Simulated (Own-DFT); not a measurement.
# Computed records: SiC (4H silicon carbide, atoms displaced)

All values are calculated (Own-DFT development build). A calculation, not a measurement: plane-wave PBE density functional theory by an unreviewed code, no spin, of a simulated periodic cell, stress positive in tension, free energy of the whole cell less one offset for each atom, forces on such cells passed a denser k mesh, this cell's mesh not checked; offsets are fitted by least squares, one for each functional and potential file, so energies compare only between cells with the same atoms and settings and are not formation energies; the far tail of each file's local potential was reset to the Coulomb form; each entry is a single point on an unrelaxed cell, so the pressure reflects the starting lattice, mostly measured values (interpolated for alloys), from which strain is counted, and rises with the displacements; printed positions are rounded, which can move forces by about a meV/angstrom; the program, named Own-DFT, is a retired in-house code; no spin-orbit coupling.

Settings shared by all entries: functional PBE; potential files PseudoDojo norm-conserving, scalar-relativistic, standard set; wave cutoff 42 hartree; occupations Fermi-Dirac; smearing width 0.1 eV; hardware one NVIDIA H100; k mesh 4 x 4 x 3 centred on Gamma.

(1) SiC (4H silicon carbide, atoms displaced)

```cif
# cell vector a (Å): 9.2481 0.0000 0.0000
# cell vector b (Å): -4.6241 8.0091 0.0000
# cell vector c (Å): 0.0000 0.0000 10.0681
data_SiC
_symmetry_space_group_name_H-M 'P 1'
_symmetry_Int_Tables_number 1
_cell_length_a 9.2481
_cell_length_b 9.2481
_cell_length_c 10.0681
_cell_angle_alpha 90.000
_cell_angle_beta 90.000
_cell_angle_gamma 120.000
_cell_volume 745.73
loop_
_atom_site_label
_atom_site_type_symbol
_atom_site_fract_x
_atom_site_fract_y
_atom_site_fract_z
_atom_site_occupancy
Si1 Si 0.00901 0.99609 0.40461 1
Si2 Si 0.10405 0.21828 0.14330 1
C1 C 0.01319 0.00072 0.08806 1
C2 C 0.11270 0.23440 0.33023 1
Si3 Si 0.99894 0.33543 0.39982 1
Si4 Si 0.11886 0.56377 0.15301 1
C3 C 0.99700 0.33976 0.09593 1
C4 C 0.10054 0.55176 0.35168 1
Si5 Si 0.00789 0.67071 0.40954 1
Si6 Si 0.11575 0.89894 0.15494 1
C5 C 0.00036 0.67263 0.07961 1
C6 C 0.10710 0.89268 0.34241 1
Si7 Si 0.32790 0.98648 0.41831 1
Si8 Si 0.44005 0.22725 0.15400 1
C7 C 0.33913 0.00656 0.09082 1
C8 C 0.44224 0.21955 0.34332 1
Si9 Si 0.34510 0.34254 0.40353 1
Si10 Si 0.44317 0.54992 0.16491 1
C9 C 0.31986 0.31955 0.10420 1
C10 C 0.43773 0.55109 0.34280 1
Si11 Si 0.32653 0.67082 0.40004 1
Si12 Si 0.43610 0.88695 0.15451 1
C11 C 0.33833 0.67994 0.09302 1
C12 C 0.44143 0.89738 0.34757 1
Si13 Si 0.66471 0.99765 0.40377 1
Si14 Si 0.77938 0.22124 0.15931 1
C13 C 0.67339 0.00152 0.09358 1
C14 C 0.77197 0.22572 0.33681 1
Si15 Si 0.67005 0.34671 0.41098 1
Si16 Si 0.77528 0.55752 0.16394 1
C15 C 0.67462 0.32987 0.09319 1
C16 C 0.78102 0.55456 0.34049 1
Si17 Si 0.67881 0.68073 0.39983 1
Si18 Si 0.77876 0.89328 0.15596 1
C17 C 0.66403 0.66040 0.09868 1
C18 C 0.77284 0.89308 0.34896 1
Si19 Si 0.99566 0.99880 0.91443 1
Si20 Si 0.88268 0.76962 0.65581 1
C19 C 0.99881 0.99442 0.58984 1
C20 C 0.89707 0.78210 0.85350 1
Si21 Si 0.99293 0.65593 0.90598 1
Si22 Si 0.88416 0.43650 0.64855 1
C21 C 0.01066 0.67111 0.59264 1
C22 C 0.88283 0.44236 0.85099 1
Si23 Si 0.99423 0.33539 0.90662 1
Si24 Si 0.89797 0.11047 0.65927 1
C23 C 0.01050 0.33662 0.58649 1
C24 C 0.89323 0.12523 0.83340 1
Si25 Si 0.66266 0.00054 0.90515 1
Si26 Si 0.56290 0.77287 0.65724 1
C25 C 0.66897 0.00837 0.58586 1
C26 C 0.56514 0.78889 0.84363 1
Si27 Si 0.67539 0.67191 0.90942 1
Si28 Si 0.55513 0.43569 0.65953 1
C27 C 0.64790 0.65412 0.60086 1
C28 C 0.54724 0.43704 0.84928 1
Si29 Si 0.65511 0.31078 0.90990 1
Si30 Si 0.56703 0.09635 0.65331 1
C29 C 0.65429 0.32737 0.58390 1
C30 C 0.54726 0.11558 0.84133 1
Si31 Si 0.33302 0.00762 0.90861 1
Si32 Si 0.22325 0.77808 0.65825 1
C31 C 0.33519 0.00757 0.59313 1
C32 C 0.23086 0.77652 0.84333 1
Si33 Si 0.31964 0.66096 0.91026 1
Si34 Si 0.21926 0.44122 0.65804 1
C33 C 0.32729 0.65171 0.59719 1
C34 C 0.22985 0.44297 0.84537 1
Si35 Si 0.34153 0.34031 0.90641 1
Si36 Si 0.22660 0.12134 0.66105 1
C35 C 0.33239 0.32868 0.58728 1
C36 C 0.23736 0.10517 0.84666 1
```

* free energy of cell above offsets: -2.827 eV
* pressure: 6.36 GPa
* stress xx: -5.72 GPa
* stress yy: -5.23 GPa
* stress zz: -8.14 GPa
* stress yz: -0.65 GPa
* stress xz: 0.48 GPa
* stress xy: 3.14 GPa
* wall time: 370.6 s

Force:
```
element  x (eV/Å)  y (eV/Å)  z (eV/Å)
     Si    -3.588     3.337     0.365
     Si    -0.768      0.86     2.466
      C    -3.637     0.253     1.768
      C     0.921    -1.829     1.658
     Si      0.14    -1.713     0.247
     Si    -1.955     -0.36     0.691
      C     1.244    -0.582    -1.289
      C     1.425       1.8    -2.612
     Si    -1.734    -0.011    -0.733
     Si     1.869    -2.034    -0.394
      C     0.387    -0.047     4.731
      C     2.764    -1.847     -0.59
     Si    -1.653      3.55    -2.262
     Si     2.699    -1.012     1.567
      C    -0.557    -0.311     0.746
      C     0.334     0.313     0.307
     Si    -1.499    -2.817    -0.264
     Si     -0.79     0.188     -2.06
      C     0.733     3.394    -3.162
      C     0.711      3.01     0.872
     Si     1.349    -1.252     2.006
     Si     1.191     2.574     0.815
      C     0.816    -2.958     0.519
      C     1.451    -2.203    -1.354
     Si    -1.217     2.224     -0.15
     Si     -0.53     0.263    -0.808
      C    -1.194    -0.023    -0.225
      C     0.757    -0.276     2.662
     Si    -0.336    -3.077    -3.222
     Si     1.918    -0.834    -3.261
      C    -2.423     0.477     0.423
      C    -0.335     2.164     2.203
     Si    -1.418     -3.18     1.486
     Si     0.897    -1.123     0.272
      C    -0.619     1.047    -0.177
      C     2.197     0.535     -1.61
     Si     1.282     0.965     -3.54
     Si     0.353     0.662     0.688
      C     0.286     0.134     1.165
      C    -0.853    -0.745    -2.052
     Si     0.811     2.135    -1.471
     Si     0.316     0.682     0.946
      C    -2.174    -1.255     0.543
      C     -0.34    -1.173    -2.539
     Si     1.235     0.691      0.15
     Si    -0.903     0.575    -3.414
      C    -1.794    -1.478     0.837
      C     0.318    -2.083     3.533
     Si     0.398      1.01    -0.028
     Si    -3.739     1.206     0.433
      C     4.539    -3.173     0.239
      C    -0.196    -1.951     0.466
     Si    -1.057    -0.992    -0.141
     Si    -1.728     -0.22     0.201
      C     4.238     0.431    -2.254
      C     2.941     1.846    -0.738
     Si    -0.186     5.134     0.603
     Si     -6.31     3.276     1.075
      C     2.521     0.078     3.259
      C     2.447    -3.361    -1.041
     Si     3.188    -3.646     0.359
     Si     1.432     0.327     0.089
      C      1.01    -1.545     2.022
      C    -2.668     0.541     0.241
     Si     3.032     0.796    -1.102
     Si     1.387    -0.291    -0.411
      C     0.052     3.398    -1.193
      C    -2.089    -0.102     0.364
     Si    -1.184    -2.509      1.58
     Si      0.67    -2.053    -0.723
      C    -0.432     1.104     1.493
      C    -6.352     3.087    -1.269
```

(2) SiC (4H silicon carbide, atoms displaced)

```cif
# cell vector a (Å): 9.2481 0.0000 0.0000
# cell vector b (Å): -4.6241 8.0091 0.0000
# cell vector c (Å): 0.0000 0.0000 10.0681
data_SiC
_symmetry_space_group_name_H-M 'P 1'
_symmetry_Int_Tables_number 1
_cell_length_a 9.2481
_cell_length_b 9.2481
_cell_length_c 10.0681
_cell_angle_alpha 90.000
_cell_angle_beta 90.000
_cell_angle_gamma 120.000
_cell_volume 745.73
loop_
_atom_site_label
_atom_site_type_symbol
_atom_site_fract_x
_atom_site_fract_y
_atom_site_fract_z
_atom_site_occupancy
Si1 Si 0.00135 0.00745 0.42383 1
Si2 Si 0.10692 0.20763 0.15996 1
C1 C 0.99912 0.00265 0.09231 1
C2 C 0.10437 0.22448 0.33991 1
Si3 Si 0.00298 0.33393 0.40346 1
Si4 Si 0.11341 0.56236 0.15346 1
C3 C 0.99341 0.32521 0.09861 1
C4 C 0.11049 0.55357 0.34567 1
Si5 Si 0.00248 0.66230 0.40595 1
Si6 Si 0.11361 0.88580 0.14689 1
C5 C 0.99640 0.66991 0.08700 1
C6 C 0.09660 0.88421 0.34347 1
Si7 Si 0.34121 0.00350 0.40518 1
Si8 Si 0.45426 0.22403 0.15528 1
C7 C 0.34380 0.00868 0.09692 1
C8 C 0.44671 0.22658 0.33960 1
Si9 Si 0.34020 0.33949 0.39933 1
Si10 Si 0.43670 0.54952 0.15598 1
C9 C 0.34273 0.33833 0.08967 1
C10 C 0.43480 0.56145 0.35176 1
Si11 Si 0.34481 0.68171 0.40894 1
Si12 Si 0.45560 0.89278 0.15714 1
C11 C 0.33131 0.66704 0.09973 1
C12 C 0.44014 0.88589 0.34852 1
Si13 Si 0.66329 0.00482 0.40031 1
Si14 Si 0.76183 0.21930 0.15585 1
C13 C 0.65680 0.98648 0.09348 1
C14 C 0.78009 0.23063 0.33990 1
Si15 Si 0.66542 0.32251 0.40101 1
Si16 Si 0.77560 0.56475 0.16181 1
C15 C 0.67310 0.33131 0.08680 1
C16 C 0.78359 0.55618 0.34787 1
Si17 Si 0.65547 0.66288 0.40954 1
Si18 Si 0.77404 0.87693 0.15877 1
C17 C 0.65514 0.65785 0.10479 1
C18 C 0.78428 0.89479 0.34449 1
Si19 Si 0.99685 0.00094 0.91151 1
Si20 Si 0.87643 0.76709 0.66762 1
C19 C 0.00493 0.99713 0.58327 1
C20 C 0.87937 0.76609 0.85220 1
Si21 Si 0.00484 0.66511 0.90801 1
Si22 Si 0.88385 0.44964 0.64860 1
C21 C 0.99415 0.66894 0.59082 1
C22 C 0.89562 0.44523 0.84620 1
Si23 Si 0.00197 0.33689 0.91362 1
Si24 Si 0.90217 0.11862 0.64979 1
C23 C 0.99405 0.33938 0.58215 1
C24 C 0.88359 0.10438 0.83298 1
Si25 Si 0.68630 0.02079 0.90075 1
Si26 Si 0.55226 0.76562 0.66129 1
C25 C 0.66358 0.99783 0.59316 1
C26 C 0.57122 0.78155 0.84251 1
Si27 Si 0.66432 0.65476 0.89511 1
Si28 Si 0.55541 0.44901 0.66199 1
C27 C 0.66805 0.66965 0.59465 1
C28 C 0.55851 0.43853 0.83125 1
Si29 Si 0.66129 0.32824 0.90417 1
Si30 Si 0.56779 0.11931 0.65880 1
C29 C 0.67457 0.34066 0.58821 1
C30 C 0.55231 0.10544 0.83756 1
Si31 Si 0.33847 0.00358 0.90367 1
Si32 Si 0.21276 0.77333 0.66246 1
C31 C 0.34514 0.00433 0.59492 1
C32 C 0.23001 0.78291 0.84202 1
Si33 Si 0.33269 0.66458 0.91242 1
Si34 Si 0.21779 0.44386 0.64851 1
C33 C 0.33108 0.67391 0.59308 1
C34 C 0.22318 0.44373 0.83539 1
Si35 Si 0.33587 0.32463 0.89529 1
Si36 Si 0.21609 0.10595 0.65189 1
C35 C 0.32407 0.33951 0.58631 1
C36 C 0.21839 0.11980 0.83715 1
```

* free energy of cell above offsets: -4.487 eV
* pressure: 5.55 GPa
* stress xx: -4.54 GPa
* stress yy: -3.56 GPa
* stress zz: -8.55 GPa
* stress yz: -0.37 GPa
* stress xz: 0.41 GPa
* stress xy: 0.42 GPa
* wall time: 356.8 s

Force:
```
element  x (eV/Å)  y (eV/Å)  z (eV/Å)
     Si     0.134    -1.055    -9.439
     Si    -0.546     2.971    -0.854
      C     0.414    -2.213    -0.182
      C     2.365    -0.765     1.447
     Si    -1.039      0.76    -1.147
     Si    -0.838    -1.777     1.307
      C     0.288     0.603    -0.348
      C     0.682     1.176    -0.669
     Si     -0.89     1.258    -0.259
     Si    -0.606     1.271     2.271
      C     0.659    -0.539     1.326
      C     2.141     1.072    -0.258
     Si    -2.618    -0.655      0.46
     Si    -1.199     0.952    -0.558
      C    -0.278    -1.582    -1.286
      C     0.459    -0.459      0.39
     Si    -1.895    -0.646     0.942
     Si    -0.293     0.709     1.078
      C    -0.623    -2.026    -0.176
      C     2.251    -0.808    -1.899
     Si    -2.514    -2.858      0.94
     Si    -2.897     -1.55     0.531
      C     0.325     0.251    -1.033
      C     0.801     2.464    -2.279
     Si     1.581    -0.343      1.43
     Si     3.798    -0.829    -0.017
      C     2.533      2.67    -1.072
      C     0.646    -1.892    -0.173
     Si    -1.214     2.968     1.053
     Si     1.564    -1.661    -0.235
      C    -2.525     1.606     0.474
      C    -1.788    -0.867    -0.351
     Si     2.087     1.194    -0.802
     Si    -0.393     1.654     0.151
      C     0.601     0.396    -2.472
      C    -1.273    -0.755     0.766
     Si    -0.151     -0.27    -1.669
     Si     1.335     1.593    -2.052
      C    -0.987    -0.549     8.407
      C     2.059      1.86    -0.735
     Si    -0.422    -0.037    -1.161
     Si     1.886    -0.088     1.413
      C     0.415     0.264     1.355
      C    -1.361    -0.345    -1.028
     Si     0.918     -0.83    -1.354
     Si    -2.104    -0.917    -0.683
      C     1.113    -0.568     1.952
      C     2.734     2.545     1.102
     Si    -2.526    -4.277     1.116
     Si      -1.6     2.561    -0.969
      C     1.441     0.232    -0.368
      C    -1.885    -0.409     1.306
     Si    -1.642     0.676     3.015
     Si      -0.1    -1.201    -5.315
      C    -0.429    -1.167      0.21
      C    -0.483    -0.398     3.949
     Si     1.797     0.428     -0.69
     Si     -0.55     -0.79    -1.959
      C     -2.15     -1.19     0.481
      C     0.648     1.532     1.748
     Si    -0.814    -0.165     0.302
     Si     1.103     1.279    -2.121
      C    -1.619    -0.116      0.05
      C    -0.892    -0.625     1.827
     Si     1.296     0.426    -1.562
     Si    -1.211     1.301     0.098
      C     0.575    -1.003     0.709
      C     0.097     0.032     1.606
     Si    -1.585     3.024     1.607
     Si     1.658     1.399    -0.681
      C     2.585     -1.36     0.521
      C     0.952     -3.54     0.519
```
